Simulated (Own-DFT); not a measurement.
# Response to strain: wurtzite AlN, 128 atoms (Al64N64)

All numbers below are calculated, not measured. They come from Own-DFT, an in-house plane-wave density functional program, since retired, whose code no person has reviewed. Each row is one single-point run on a periodic cell that was not relaxed, without spin or spin-orbit coupling.

Settings of every run: PBE; PseudoDojo norm-conserving scalar-relativistic files; cutoff 42 hartree; 3 x 3 x 3 k mesh centred on Gamma; Gaussian smearing of 0.01 eV.

Known limits: k mesh not checked against a denser one; stress not checked against mesh or cutoff.

Unstrained cell vectors in Å: (12.448, 0.000, 0.000); (-6.224, 10.780, 0.000); (0.000, 0.000, 9.964). The unstrained cell has measured lattice constants (interpolated for alloys), not those of this functional. That, the random moves and any unrelaxed bonds set the pressure at no strain. Each run strains this cell uniformly, with the atoms carried along. Every atom was also moved at random, by a Gaussian of width 0.05 Å on each axis. Strain is the symmetric tensor, in per cent. Stress is positive in tension, and the pressure is minus a third of its trace.

| run | e_xx (%) | e_yy (%) | e_zz (%) | s_xx (GPa) | s_yy (GPa) | s_zz (GPa) | P (GPa) | E (meV/atom) |
|---|---|---|---|---|---|---|---|---|
| 1 | 0.00 | 0.00 | 2.75 | -4.84 | -4.00 | 6.81 | 0.67 | 7.0 |
| 2 | 0.00 | 0.00 | -1.25 | -5.53 | -6.33 | -12.67 | 8.18 | 7.4 |
| 3 | 0.00 | 0.00 | -1.75 | -7.30 | -7.29 | -13.35 | 9.31 | 14.9 |
| 4 | 0.00 | 0.00 | 1.00 | -4.32 | -5.35 | -1.38 | 3.68 | 0.0 |
| 5 | 0.00 | 0.00 | 2.25 | -4.61 | -4.24 | 3.65 | 1.73 | 8.0 |
| 6 | 0.00 | 0.00 | 0.50 | -5.73 | -5.67 | -2.46 | 4.62 | 1.7 |
| 7 | 0.00 | 0.00 | 0.75 | -5.07 | -5.32 | -2.83 | 4.41 | 6.8 |
| 8 | 0.00 | 0.00 | 0.25 | -5.48 | -5.95 | -4.04 | 5.16 | 5.0 |
| 9 | 0.00 | 0.00 | -0.25 | ? | ? | ? | ? | ? |

E is the free energy for each atom above the lowest run shown.

## Worked fit

The change of volume is close to e_xx + e_yy + e_zz. A straight line through the runs shown gives P = 5.79 - 189 x (fractional change of volume) GPa, with an error of 5 on the slope and a scatter of 0.19 GPa. The strain isn't the same on all axes and the cell isn't cubic, so the slope belongs to this path and is not the bulk modulus.

## Withheld run

Question: what pressure should run 9 give? Its volume changes by -0.25 %.

The line gives 6.3 GPa. The calculation gave 6.09 GPa.
